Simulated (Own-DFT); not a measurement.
## Calculated data, Ti$_{7}$Si$_{13}$ (C49 TiSi2 crystal with substituted atoms, atoms displaced)

All values are calculated (Own-DFT development build). A calculation, not a measurement: plane-wave density functional theory by an unreviewed code, no spin, of a simulated periodic cell, stress positive in tension, run twice, with PBE and with PBEsol, both on files made for PBE, so the change isn't that of files made for PBEsol, forces on such cells moved up to 12 meV/angstrom on a denser k mesh; the far tail of each file's local potential was reset to the Coulomb form; each entry is a single point on an unrelaxed cell, so the pressure reflects the starting lattice, taken from the Materials Project, from which strain is counted, and rises with the displacements; printed positions are rounded, which can move forces by about a meV/angstrom; the program, named Own-DFT, is a retired in-house code; no spin-orbit coupling; stress was not checked against mesh or cutoff.

Common to all runs: functional PBE, then PBEsol; potential files PseudoDojo norm-conserving, scalar-relativistic, standard set; wave cutoff 42 hartree; occupations cold (Marzari-Vanderbilt); smearing width 0.2 eV; k mesh 4 x 4 x 4 centred on Gamma.

(1) Ti$_{7}$Si$_{13}$ (C49 TiSi2 crystal with substituted atoms, atoms displaced)

```
CELL_PARAMETERS angstrom
5.29530 -6.75930 3.56520
7.06040 0.00000 -7.13030
5.29530 6.75930 3.56520
ATOMIC_POSITIONS crystal
Ti 0.94126 0.92466 0.15770
Ti 0.85257 0.87865 0.63799
Si 0.61049 0.93241 0.49083
Si 0.18514 0.86956 0.31503
Si 0.90145 0.02513 0.39440
Si 0.90377 0.78315 0.40190
Ti 0.94316 0.42768 0.15753
Ti 0.85633 0.37622 0.64326
Si 0.61350 0.42327 0.49180
Si 0.18904 0.38312 0.30290
Si 0.89523 0.52561 0.41321
Si 0.90244 0.27847 0.39742
Ti 0.75141 0.72509 0.96046
Ti 0.64918 0.67565 0.45480
Si 0.40086 0.72678 0.28972
Si 0.99466 0.67636 0.10380
Si 0.68585 0.82519 0.20207
Si 0.69822 0.58267 0.20190
Ti 0.54366 0.03484 0.74730
Ti 0.44707 0.97552 0.24765
Ti 0.19986 0.03305 0.09326
Si 0.78698 0.98344 0.90291
Si 0.50480 0.12781 0.00290
Si 0.50152 0.88249 0.99528
Ti 0.75351 0.22176 0.95038
Ti 0.65487 0.18318 0.44766
Si 0.39964 0.22410 0.28565
Si 0.99150 0.17326 0.10804
Si 0.69265 0.32839 0.19460
Si 0.69036 0.08370 0.19537
Ti 0.54796 0.51960 0.76264
Ti 0.45793 0.47525 0.24191
Si 0.20125 0.52704 0.08887
Si 0.78371 0.47511 0.90863
Si 0.50121 0.62975 0.99901
Si 0.50556 0.36971 0.00564
Ti 0.35186 0.82670 0.54849
Ti 0.26140 0.76516 0.03632
Si 0.00692 0.82598 0.89350
Si 0.58931 0.77978 0.71270
Si 0.29730 0.92614 0.79660
Si 0.29445 0.66453 0.79534
Ti 0.34158 0.31705 0.55372
Ti 0.25259 0.27881 0.04905
Si 0.01130 0.32916 0.88338
Si 0.58711 0.26216 0.70023
Si 0.29642 0.42763 0.79537
Si 0.30670 0.17486 0.79662
Ti 0.14033 0.63176 0.35474
Ti 0.05346 0.57358 0.85184
Si 0.80335 0.63057 0.68948
Si 0.39582 0.57061 0.50905
Si 0.09874 0.72841 0.58901
Si 0.10112 0.47828 0.59376
Ti 0.15209 0.12326 0.35693
Ti 0.05064 0.06727 0.85625
Si 0.81457 0.11694 0.68998
Si 0.39720 0.07193 0.50466
Si 0.09884 0.22481 0.60407
Si 0.11315 0.96950 0.59853
```

- PBE pressure: 4.03 GPa
- PBE stress xx: -3.28 GPa
- PBE stress yy: -2.93 GPa
- PBE stress zz: -5.88 GPa
- PBE stress yz: 0.39 GPa
- PBE stress xz: 0.05 GPa
- PBE stress xy: -0.04 GPa
- PBEsol pressure: 0.65 GPa
- PBEsol stress xx: 0.18 GPa
- PBEsol stress yy: 0.67 GPa
- PBEsol stress zz: -2.79 GPa
- PBEsol stress yz: 0.39 GPa
- PBEsol stress xz: 0.05 GPa
- PBEsol stress xy: -0.04 GPa
- rms change of force components from PBE to PBEsol: 0.023 eV/Å

Force:
| force element | PBE force x (eV/Å) | PBE force y (eV/Å) | PBE force z (eV/Å) | PBEsol force x (eV/Å) | PBEsol force y (eV/Å) | PBEsol force z (eV/Å) |
| --- | --- | --- | --- | --- | --- | --- |
| Ti | -0.626 | -0.467 | -0.327 | -0.594 | -0.501 | -0.327 |
| Ti | 0.526 | 0.645 | 0.895 | 0.519 | 0.656 | 0.887 |
| Si | -0.488 | -0.474 | 0.471 | -0.48 | -0.526 | 0.484 |
| Si | 0.346 | -0.414 | -0.741 | 0.349 | -0.392 | -0.794 |
| Si | 0.555 | 0.516 | -0.413 | 0.559 | 0.511 | -0.412 |
| Si | -1.242 | 0.32 | -0.125 | -1.254 | 0.312 | -0.129 |
| Ti | -0.339 | -0.438 | -0.456 | -0.324 | -0.462 | -0.459 |
| Ti | -0.073 | 1.042 | 0.378 | -0.072 | 1.037 | 0.364 |
| Si | -0.033 | 0.081 | -0.399 | -0.028 | 0.022 | -0.388 |
| Si | 0.035 | 0.482 | 0.85 | 0.034 | 0.537 | 0.853 |
| Si | -0.377 | -0.784 | -0.819 | -0.377 | -0.768 | -0.824 |
| Si | -0.261 | 0.087 | 0.13 | -0.265 | 0.087 | 0.125 |
| Ti | -0.427 | -0.329 | -0.795 | -0.424 | -0.337 | -0.781 |
| Ti | -0.328 | -0.314 | -0.511 | -0.328 | -0.294 | -0.503 |
| Si | 0.124 | -0.25 | 0.489 | 0.125 | -0.303 | 0.489 |
| Si | 0.217 | 0.832 | 0.047 | 0.211 | 0.896 | 0.045 |
| Si | 0.865 | -0.481 | 0.172 | 0.881 | -0.472 | 0.169 |
| Si | -0.164 | -0.042 | 0.607 | -0.173 | -0.046 | 0.62 |
| Ti | -0.847 | 0.131 | 1.691 | -0.839 | 0.115 | 1.671 |
| Ti | 0.737 | -0.019 | 0.934 | 0.709 | 0.005 | 0.888 |
| Ti | -0.158 | -4.206 | 2.593 | -0.146 | -4.151 | 2.558 |
| Si | -0.405 | 0.432 | 1.559 | -0.392 | 0.486 | 1.559 |
| Si | -1.12 | 0.377 | -0.467 | -1.131 | 0.371 | -0.475 |
| Si | -0.468 | 0.429 | -0.038 | -0.477 | 0.426 | -0.041 |
| Ti | 0.073 | 0.488 | -1.044 | 0.065 | 0.486 | -1.036 |
| Ti | -1.175 | -0.252 | 0.25 | -1.165 | -0.221 | 0.254 |
| Si | 0.721 | -0.002 | 0.31 | 0.707 | -0.048 | 0.306 |
| Si | 0.389 | 0.966 | -1.766 | 0.379 | 0.965 | -1.705 |
| Si | 1.051 | -0.269 | 0.701 | 1.076 | -0.26 | 0.703 |
| Si | 0.503 | -0.088 | 1.082 | 0.506 | -0.089 | 1.102 |
| Ti | -0.757 | -0.807 | -0.755 | -0.748 | -0.816 | -0.758 |
| Ti | -0.08 | 1.254 | -0.112 | -0.083 | 1.254 | -0.107 |
| Si | 0.41 | -0.86 | 0.826 | 0.399 | -0.929 | 0.82 |
| Si | 0.619 | -0.434 | 0.564 | 0.614 | -0.385 | 0.563 |
| Si | -0.259 | -0.158 | 0.216 | -0.269 | -0.15 | 0.214 |
| Si | -0.399 | -0.196 | -1.129 | -0.403 | -0.193 | -1.158 |
| Ti | -0.301 | 0.353 | 0.62 | -0.303 | 0.336 | 0.598 |
| Ti | 0.257 | 1.648 | -0.397 | 0.264 | 1.659 | -0.418 |
| Si | -0.128 | -0.135 | -0.142 | -0.129 | -0.189 | -0.151 |
| Si | -0.069 | 0.033 | 0.117 | -0.071 | 0.077 | 0.106 |
| Si | 0.503 | 0.205 | 0.51 | 0.502 | 0.207 | 0.529 |
| Si | 1.05 | -0.401 | -0.453 | 1.072 | -0.387 | -0.458 |
| Ti | 0.566 | -0.715 | -0.844 | 0.561 | -0.718 | -0.822 |
| Ti | 0.139 | 0.131 | -1.354 | 0.114 | 0.161 | -1.301 |
| Si | -0.105 | 0.63 | 0.552 | -0.104 | 0.588 | 0.55 |
| Si | 2.028 | -0.186 | -0.986 | 1.994 | -0.139 | -0.974 |
| Si | -0.152 | 0.132 | 0.829 | -0.153 | 0.134 | 0.848 |
| Si | -0.026 | 1.163 | 0.236 | -0.022 | 1.137 | 0.237 |
| Ti | -0.672 | -0.768 | 0.906 | -0.663 | -0.768 | 0.897 |
| Ti | -0.747 | -0.354 | -1.027 | -0.728 | -0.34 | -1.013 |
| Si | 0.402 | 0.017 | 0.854 | 0.395 | -0.037 | 0.854 |
| Si | -0.091 | 0.116 | -0.195 | -0.083 | 0.164 | -0.2 |
| Si | 0.601 | 0.702 | 0.672 | 0.593 | 0.69 | 0.674 |
| Si | 0.112 | 0.313 | 0.397 | 0.108 | 0.304 | 0.399 |
| Ti | -0.098 | 0.396 | -0.611 | -0.118 | 0.347 | -0.602 |
| Ti | -0.528 | -0.526 | -2.089 | -0.488 | -0.485 | -2.038 |
| Si | 0.589 | -0.552 | -1.162 | 0.582 | -0.608 | -1.166 |
| Si | 0.04 | 0.413 | -0.683 | 0.042 | 0.475 | -0.69 |
| Si | -0.323 | -0.096 | 0.134 | -0.32 | -0.097 | 0.13 |
| Si | -0.193 | 0.682 | -0.749 | -0.202 | 0.667 | -0.767 |

(2) Ti$_{7}$Si$_{13}$ (C49 TiSi2 crystal with substituted atoms, atoms displaced)

```
CELL_PARAMETERS angstrom
5.29530 -6.75930 3.56520
7.06040 0.00000 -7.13030
5.29530 6.75930 3.56520
ATOMIC_POSITIONS crystal
Ti 0.95206 0.92208 0.16149
Ti 0.86776 0.88166 0.65114
Si 0.60905 0.92732 0.48541
Si 0.19687 0.88509 0.31349
Si 0.90525 0.01348 0.39909
Si 0.90675 0.77486 0.40922
Ti 0.94523 0.42101 0.15118
Ti 0.85936 0.38314 0.64449
Si 0.60161 0.42340 0.49089
Si 0.18820 0.36463 0.31143
Si 0.90598 0.51866 0.39157
Si 0.88749 0.27634 0.39350
Ti 0.74506 0.72972 0.95653
Ti 0.66439 0.66792 0.44959
Si 0.41619 0.72864 0.30113
Si 0.99820 0.67895 0.11332
Si 0.69899 0.81608 0.20584
Si 0.69035 0.57702 0.18524
Ti 0.55197 0.03438 0.75504
Ti 0.44233 0.98523 0.24490
Si 0.20901 0.03507 0.09113
Si 0.79799 0.97628 0.91234
Si 0.49557 0.12483 0.99699
Si 0.49432 0.87217 0.99007
Ti 0.74009 0.22279 0.96682
Ti 0.64125 0.17886 0.44054
Si 0.40341 0.22607 0.28820
Si 0.98778 0.17999 0.11247
Si 0.69911 0.32933 0.19479
Si 0.70190 0.07788 0.19505
Ti 0.54399 0.51953 0.75370
Ti 0.45106 0.47127 0.24876
Si 0.20810 0.52129 0.08831
Ti 0.79011 0.47776 0.90894
Si 0.50677 0.62423 0.00458
Si 0.50503 0.37218 0.99742
Ti 0.34061 0.82433 0.56993
Ti 0.24715 0.77205 0.04945
Si 0.00630 0.82048 0.89734
Si 0.59478 0.77866 0.71741
Si 0.30126 0.91860 0.79470
Si 0.31098 0.66814 0.80164
Ti 0.34356 0.32528 0.55822
Ti 0.25482 0.27406 0.04704
Si 0.01049 0.31389 0.89732
Si 0.58565 0.27734 0.70158
Si 0.30662 0.40831 0.79750
Si 0.29504 0.17482 0.80525
Ti 0.15105 0.62136 0.35052
Ti 0.04677 0.57785 0.85024
Si 0.79782 0.62166 0.69604
Si 0.39471 0.57968 0.50938
Si 0.09648 0.72347 0.59817
Si 0.10328 0.46615 0.60524
Ti 0.13793 0.13087 0.34469
Ti 0.05736 0.07324 0.85015
Si 0.80331 0.13359 0.68488
Si 0.38695 0.07870 0.50856
Si 0.09947 0.22406 0.60725
Si 0.09841 0.97040 0.60499
```

* PBE pressure: 4.47 GPa
* PBE stress xx: -3.89 GPa
* PBE stress yy: -3.4 GPa
* PBE stress zz: -6.11 GPa
* PBE stress yz: -0.35 GPa
* PBE stress xz: -0.13 GPa
* PBE stress xy: -0.27 GPa
* PBEsol pressure: 1.08 GPa
* PBEsol stress xx: -0.42 GPa
* PBEsol stress yy: 0.21 GPa
* PBEsol stress zz: -3.04 GPa
* PBEsol stress yz: -0.34 GPa
* PBEsol stress xz: -0.12 GPa
* PBEsol stress xy: -0.27 GPa
* rms change of force components from PBE to PBEsol: 0.024 eV/Å

Force:
| force element | PBE force x (eV/Å) | PBE force y (eV/Å) | PBE force z (eV/Å) | PBEsol force x (eV/Å) | PBEsol force y (eV/Å) | PBEsol force z (eV/Å) |
| --- | --- | --- | --- | --- | --- | --- |
| Ti | -0.235 | -0.31 | -0.585 | -0.23 | -0.32 | -0.58 |
| Ti | -1.802 | 1.546 | -0.44 | -1.786 | 1.537 | -0.43 |
| Si | 0.191 | 0.394 | 0.513 | 0.19 | 0.347 | 0.505 |
| Si | -0.797 | 0.004 | 0.668 | -0.786 | 0.048 | 0.655 |
| Si | 0.712 | 0.528 | -1.111 | 0.722 | 0.514 | -1.118 |
| Si | -1.197 | -0.282 | 0.047 | -1.219 | -0.28 | 0.048 |
| Ti | 1.408 | -0.718 | 0.591 | 1.355 | -0.731 | 0.567 |
| Ti | -1.413 | 0.78 | 0.324 | -1.381 | 0.808 | 0.313 |
| Si | 0.473 | -0.64 | -0.015 | 0.465 | -0.699 | -0.018 |
| Si | 0.773 | 0.134 | -1.464 | 0.758 | 0.187 | -1.465 |
| Si | 0.493 | 0.423 | -0.297 | 0.497 | 0.42 | -0.309 |
| Si | 0.442 | -0.033 | 0.707 | 0.441 | -0.038 | 0.725 |
| Ti | 0.781 | -0.976 | -0.794 | 0.74 | -0.982 | -0.751 |
| Ti | -0.145 | 0.602 | -0.884 | -0.153 | 0.62 | -0.881 |
| Si | -0.652 | -0.167 | -0.702 | -0.649 | -0.221 | -0.706 |
| Si | -1.091 | 0.473 | 0.396 | -1.068 | 0.519 | 0.399 |
| Si | 0.577 | -0.173 | -0.709 | 0.582 | -0.177 | -0.709 |
| Si | 1.153 | 0.106 | 1.589 | 1.167 | 0.096 | 1.609 |
| Ti | -1.25 | 0.116 | 0.384 | -1.24 | 0.107 | 0.377 |
| Ti | 0.064 | -0.747 | 1.365 | 0.068 | -0.714 | 1.343 |
| Si | -0.949 | 0.256 | 0.764 | -0.932 | 0.21 | 0.756 |
| Si | -0.01 | 0.255 | -0.568 | -0.008 | 0.305 | -0.576 |
| Si | 0.257 | 0.051 | 0.442 | 0.266 | 0.049 | 0.443 |
| Si | 0.955 | 0.382 | 0.113 | 0.97 | 0.37 | 0.119 |
| Ti | -1.314 | -2.732 | 0.336 | -1.273 | -2.724 | 0.302 |
| Ti | 0.499 | -0.266 | 0.784 | 0.5 | -0.233 | 0.771 |
| Si | 0.226 | -0.148 | 0.152 | 0.22 | -0.213 | 0.159 |
| Si | -0.837 | 0.156 | 0.701 | -0.822 | 0.222 | 0.708 |
| Si | -0.12 | 0.444 | 0.076 | -0.131 | 0.43 | 0.073 |
| Si | -0.22 | 0.733 | 0.589 | -0.217 | 0.717 | 0.577 |
| Ti | -0.171 | -0.836 | -1.345 | -0.143 | -0.851 | -1.306 |
| Ti | 0.248 | -0.201 | -0.629 | 0.25 | -0.193 | -0.621 |
| Si | 0.277 | 0.217 | 0.222 | 0.274 | 0.173 | 0.229 |
| Ti | -0.083 | 3.793 | 1.261 | -0.07 | 3.749 | 1.255 |
| Si | -1.33 | 0.124 | -0.617 | -1.344 | 0.115 | -0.62 |
| Si | 0.223 | 0.444 | -0.328 | 0.225 | 0.431 | -0.328 |
| Ti | -0.443 | -2.636 | -0.348 | -0.442 | -2.624 | -0.345 |
| Ti | 0.998 | -0.619 | 0.122 | 0.982 | -0.591 | 0.118 |
| Si | 0.515 | -0.544 | -0.546 | 0.507 | -0.606 | -0.543 |
| Si | -0.486 | -0.268 | -0.823 | -0.477 | -0.206 | -0.828 |
| Si | 0.856 | 1.011 | -0.15 | 0.839 | 1 | -0.163 |
| Si | -0.578 | 1.082 | -0.175 | -0.587 | 1.059 | -0.18 |
| Ti | -0.488 | -0.882 | -0.191 | -0.474 | -0.887 | -0.181 |
| Ti | 0.089 | 0.216 | -0.32 | 0.079 | 0.233 | -0.304 |
| Si | 0.305 | -0.224 | -1.313 | 0.305 | -0.249 | -1.366 |
| Si | 0.949 | 0.289 | 0.791 | 0.927 | 0.358 | 0.787 |
| Si | 1.22 | 0.766 | -1.061 | 1.231 | 0.748 | -1.067 |
| Si | -0.604 | -0.534 | 0.647 | -0.615 | -0.523 | 0.658 |
| Ti | 0.585 | 0.282 | 0.011 | 0.581 | 0.264 | 0.002 |
| Ti | -0.198 | -0.881 | 0.687 | -0.221 | -0.821 | 0.679 |
| Si | 0.843 | -1.164 | -1.087 | 0.827 | -1.183 | -1.005 |
| Si | -0.328 | 0.637 | 0.267 | -0.324 | 0.703 | 0.276 |
| Si | 0.364 | -0.022 | 0.973 | 0.387 | -0.019 | 0.983 |
| Si | 0.381 | -0.244 | -1 | 0.377 | -0.241 | -1.006 |
| Ti | 0.585 | 0.559 | 1.341 | 0.573 | 0.521 | 1.332 |
| Ti | -0.733 | 0.317 | 0.006 | -0.729 | 0.322 | 0.004 |
| Si | 0.382 | -0.108 | 0.843 | 0.372 | -0.154 | 0.852 |
| Si | -0.145 | 0.082 | 0.403 | -0.139 | 0.125 | 0.398 |
| Si | -0.752 | -0.3 | -0.094 | -0.76 | -0.293 | -0.104 |
| Si | 0.548 | -0.547 | -0.52 | 0.543 | -0.533 | -0.512 |

(3) Ti$_{7}$Si$_{13}$ (C49 TiSi2 crystal with substituted atoms, atoms displaced)

```
CELL_PARAMETERS angstrom
5.29530 -6.75930 3.56520
7.06040 0.00000 -7.13030
5.29530 6.75930 3.56520
ATOMIC_POSITIONS crystal
Ti 0.95062 0.92445 0.15305
Ti 0.85069 0.87652 0.64704
Si 0.61353 0.92023 0.50056
Si 0.19716 0.86091 0.30999
Si 0.89288 0.02614 0.39880
Si 0.90056 0.77526 0.39715
Ti 0.94147 0.43114 0.15170
Ti 0.85858 0.37643 0.63968
Si 0.60430 0.42357 0.49005
Si 0.18979 0.37618 0.30139
Si 0.89468 0.52232 0.39365
Si 0.89607 0.27052 0.41059
Ti 0.74512 0.72682 0.95424
Ti 0.64478 0.67631 0.45396
Si 0.40677 0.71815 0.28948
Si 0.99307 0.67316 0.09667
Si 0.69516 0.82700 0.19740
Si 0.70264 0.57493 0.19037
Ti 0.54471 0.02760 0.76071
Ti 0.45719 0.97965 0.24486
Si 0.22363 0.02071 0.09029
Si 0.78736 0.97420 0.90716
Si 0.49749 0.11342 0.99446
Si 0.49709 0.87365 0.99979
Ti 0.74083 0.22668 0.95954
Ti 0.65044 0.18417 0.45011
Si 0.41153 0.22972 0.30365
Si 0.00058 0.16987 0.09993
Si 0.69726 0.32123 0.20243
Si 0.69969 0.07539 0.20075
Ti 0.54990 0.52875 0.74239
Ti 0.44196 0.47910 0.24031
Si 0.21107 0.52731 0.09766
Si 0.78948 0.47398 0.90201
Si 0.50352 0.62089 0.00159
Si 0.49692 0.36962 0.00442
Ti 0.34987 0.81833 0.54972
Ti 0.25104 0.78041 0.04912
Si 0.99226 0.83023 0.89527
Ti 0.60001 0.76954 0.70928
Si 0.30269 0.91802 0.80025
Si 0.29676 0.67296 0.79314
Ti 0.35566 0.32522 0.55945
Ti 0.26103 0.27739 0.05036
Si 0.00445 0.32730 0.88553
Si 0.59567 0.27587 0.71740
Si 0.29632 0.42205 0.79692
Si 0.29930 0.17359 0.79355
Ti 0.15528 0.62672 0.35177
Ti 0.05836 0.58294 0.84591
Si 0.80105 0.63221 0.69351
Si 0.39404 0.57149 0.50280
Si 0.10538 0.72768 0.61516
Si 0.10422 0.47028 0.60291
Ti 0.13865 0.12493 0.35348
Ti 0.05066 0.07695 0.84053
Si 0.81270 0.12370 0.69822
Si 0.39524 0.07480 0.50918
Si 0.10283 0.22847 0.60138
Si 0.10640 0.97206 0.60878
```

* PBE pressure: 4.63 GPa
* PBE stress xx: -3.53 GPa
* PBE stress yy: -3.86 GPa
* PBE stress zz: -6.52 GPa
* PBE stress yz: 0.23 GPa
* PBE stress xz: -0.24 GPa
* PBE stress xy: 0.04 GPa
* PBEsol pressure: 1.25 GPa
* PBEsol stress xx: -0.05 GPa
* PBEsol stress yy: -0.23 GPa
* PBEsol stress zz: -3.47 GPa
* PBEsol stress yz: 0.24 GPa
* PBEsol stress xz: -0.24 GPa
* PBEsol stress xy: 0.05 GPa
* rms change of force components from PBE to PBEsol: 0.026 eV/Å

Force:
| force element | PBE force x (eV/Å) | PBE force y (eV/Å) | PBE force z (eV/Å) | PBEsol force x (eV/Å) | PBEsol force y (eV/Å) | PBEsol force z (eV/Å) |
| --- | --- | --- | --- | --- | --- | --- |
| Ti | -0.219 | 0.262 | -0.13 | -0.224 | 0.242 | -0.133 |
| Ti | 0.696 | -0.581 | 0.296 | 0.671 | -0.525 | 0.304 |
| Si | -0.224 | -0.57 | -2.21 | -0.226 | -0.575 | -2.129 |
| Si | 1.007 | 0.452 | -2.008 | 0.989 | 0.504 | -2.008 |
| Si | 0.235 | -0.208 | 0.406 | 0.248 | -0.208 | 0.42 |
| Si | 0.043 | 0.002 | 0.373 | 0.052 | -0.001 | 0.378 |
| Ti | -0.737 | -0.615 | 0.879 | -0.728 | -0.623 | 0.867 |
| Ti | 0.129 | 1.274 | -0.015 | 0.121 | 1.278 | -0.006 |
| Si | 0.579 | -0.356 | 0.04 | 0.571 | -0.398 | 0.053 |
| Si | 0.258 | 0.883 | 0.646 | 0.253 | 0.929 | 0.642 |
| Si | 0.867 | 0.094 | -0.003 | 0.865 | 0.095 | 0.01 |
| Si | -0.155 | -1.017 | -0.396 | -0.151 | -0.999 | -0.397 |
| Ti | 0.54 | -0.562 | 1.354 | 0.507 | -0.588 | 1.308 |
| Ti | -0.629 | -1.878 | 0.074 | -0.591 | -1.801 | 0.076 |
| Si | 0.88 | -0.721 | -0.394 | 0.861 | -0.769 | -0.384 |
| Si | 0.767 | 0.976 | 0.362 | 0.754 | 1.03 | 0.364 |
| Si | 0.304 | 0.037 | 0.398 | 0.302 | 0.036 | 0.393 |
| Si | 0.296 | 0.936 | 0.077 | 0.295 | 0.909 | 0.079 |
| Ti | -0.167 | -1.499 | -0.958 | -0.181 | -1.503 | -0.921 |
| Ti | -0.001 | 0.9 | 0.696 | -0.012 | 0.901 | 0.69 |
| Si | -0.116 | 0.597 | -0.929 | -0.114 | 0.554 | -0.912 |
| Si | 0.329 | 0.896 | -0.416 | 0.322 | 0.961 | -0.426 |
| Si | 1.265 | 0.52 | -0.559 | 1.275 | 0.51 | -0.562 |
| Si | -0.43 | -0.288 | 0.391 | -0.434 | -0.288 | 0.396 |
| Ti | 0.039 | -1.068 | 0.523 | 0.034 | -1.08 | 0.522 |
| Ti | -0.644 | -0.024 | 1.317 | -0.638 | -0.011 | 1.304 |
| Si | -0.991 | -0.412 | -0.474 | -0.971 | -0.471 | -0.477 |
| Si | 0.339 | 0.401 | -0.361 | 0.332 | 0.456 | -0.354 |
| Si | 0.37 | -0.036 | -0.297 | 0.375 | -0.039 | -0.294 |
| Si | -0.066 | -0.053 | -0.067 | -0.08 | -0.053 | -0.081 |
| Ti | -0.826 | 0.502 | 1.718 | -0.781 | 0.453 | 1.657 |
| Ti | 0.885 | -0.503 | 1.518 | 0.874 | -0.472 | 1.507 |
| Si | -0.846 | -0.523 | -1.007 | -0.824 | -0.582 | -1 |
| Si | 0.394 | 0.235 | 0.073 | 0.387 | 0.299 | 0.07 |
| Si | -0.477 | -0.222 | -0.851 | -0.479 | -0.22 | -0.859 |
| Si | 0.077 | -0.559 | -0.356 | 0.066 | -0.546 | -0.345 |
| Ti | -0.006 | -0.264 | -1.142 | 0.015 | -0.279 | -1.091 |
| Ti | -1.134 | -0.558 | 0.41 | -1.123 | -0.532 | 0.418 |
| Si | 0.531 | -1.43 | 0.721 | 0.525 | -1.493 | 0.719 |
| Ti | 0.157 | 6.003 | -2.284 | 0.144 | 5.924 | -2.255 |
| Si | 0.291 | -0.142 | 0.019 | 0.302 | -0.143 | 0.023 |
| Si | 1.332 | -0.318 | 0.948 | 1.333 | -0.317 | 0.963 |
| Ti | -1 | 0.028 | -0.538 | -0.99 | 0.011 | -0.536 |
| Ti | -1.068 | 0.525 | -0.251 | -1.052 | 0.537 | -0.25 |
| Si | 0.693 | -0.168 | 0.507 | 0.681 | -0.224 | 0.503 |
| Si | -0.265 | 0.023 | -0.36 | -0.265 | 0.073 | -0.365 |
| Si | 0.8 | 0.043 | 0.316 | 0.807 | 0.043 | 0.321 |
| Si | 0.341 | 0.295 | 0.397 | 0.341 | 0.281 | 0.405 |
| Ti | -1.332 | 1.199 | 0.204 | -1.317 | 1.142 | 0.201 |
| Ti | -1.136 | 0.851 | 0.697 | -1.119 | 0.855 | 0.687 |
| Si | -0.017 | -2.225 | 2.803 | -0.018 | -2.223 | 2.717 |
| Si | 0.316 | 0.578 | -0.048 | 0.316 | 0.634 | -0.054 |
| Si | -1.617 | -0.627 | -0.928 | -1.634 | -0.614 | -0.931 |
| Si | 0.111 | -0.289 | -1.037 | 0.109 | -0.285 | -1.057 |
| Ti | 0.34 | -0.776 | 0.643 | 0.342 | -0.789 | 0.636 |
| Ti | 0.778 | 0.365 | 0.867 | 0.768 | 0.378 | 0.86 |
| Si | -0.397 | -0.17 | -1.102 | -0.39 | -0.229 | -1.098 |
| Si | -0.257 | 0.311 | 0.219 | -0.251 | 0.364 | 0.223 |
| Si | -0.604 | -0.214 | 0.084 | -0.617 | -0.207 | 0.085 |
| Si | -0.63 | -0.315 | -0.852 | -0.63 | -0.311 | -0.876 |
